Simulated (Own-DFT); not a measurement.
# Response to strain: wurtzite GaN, 96 atoms (Ga48N48)

These are calculations, not measurements. The program, named Own-DFT, is a retired in-house plane-wave density functional code that no person has reviewed. Each row is one single-point run on a periodic cell that was not relaxed, without spin or spin-orbit coupling.

Settings of every run: PBE; PseudoDojo norm-conserving scalar-relativistic files (stringent for Ga); cutoff 96 hartree; 3 x 4 x 3 k mesh centred on Gamma; Gaussian smearing of 0.01 eV.

Known limits: forces on such cells passed a denser k mesh, each cell not checked; stress not checked against mesh or cutoff.

Unstrained cell vectors in Å: (12.756, 0.000, 0.000); (-4.784, 8.285, 0.000); (0.000, 0.000, 10.370). The unstrained cell has measured lattice constants (interpolated for alloys), not those of this functional. That, the random moves and any unrelaxed bonds set the pressure at no strain. Each run strains this cell uniformly, with the atoms carried along. Every atom was also moved at random, by a Gaussian of width 0.05 Å on each axis. Strain is the symmetric tensor, in per cent. Stress is positive in tension, and the pressure is minus a third of its trace.

| run | e_xx (%) | e_yy (%) | e_zz (%) | s_xx (GPa) | s_yy (GPa) | s_zz (GPa) | P (GPa) | E (meV/atom) |
|---|---|---|---|---|---|---|---|---|
| 1 | 0.00 | 0.00 | -1.50 | -7.90 | -7.97 | -14.98 | 10.28 | 17.9 |
| 2 | 0.00 | 0.00 | 2.00 | -5.71 | -6.24 | 1.61 | 3.45 | 4.0 |
| 3 | 0.00 | 0.00 | -0.75 | -8.42 | -7.07 | -11.04 | 8.84 | 21.9 |
| 4 | 0.00 | 0.00 | 1.25 | -5.75 | -7.22 | -0.82 | 4.60 | 0.0 |
| 5 | 0.00 | 0.00 | 2.50 | -6.19 | -4.56 | 3.02 | 2.58 | 5.8 |
| 6 | 0.00 | 0.00 | -2.00 | -8.08 | -7.72 | -17.33 | 11.04 | 14.7 |
| 7 | 0.00 | 0.00 | 1.00 | -5.53 | -6.50 | -3.53 | 5.19 | 8.9 |
| 8 | 0.00 | 0.00 | 0.25 | -7.69 | -6.71 | -5.84 | 6.75 | 13.5 |
| 9 | 0.00 | 0.00 | -1.00 | ? | ? | ? | ? | ? |

E is the free energy for each atom above the lowest run shown.

## Worked fit

The change of volume is close to e_xx + e_yy + e_zz. A straight line through the runs shown gives P = 7.26 - 194 x (fractional change of volume) GPa, with an error of 4 on the slope and a scatter of 0.16 GPa. The strain isn't the same on all axes and the cell isn't cubic, so the slope belongs to this path and is not the bulk modulus.

## Withheld run

Question: what pressure should run 9 give? Its volume changes by -1.00 %.

The line gives 9.2 GPa. The calculation gave 8.78 GPa.
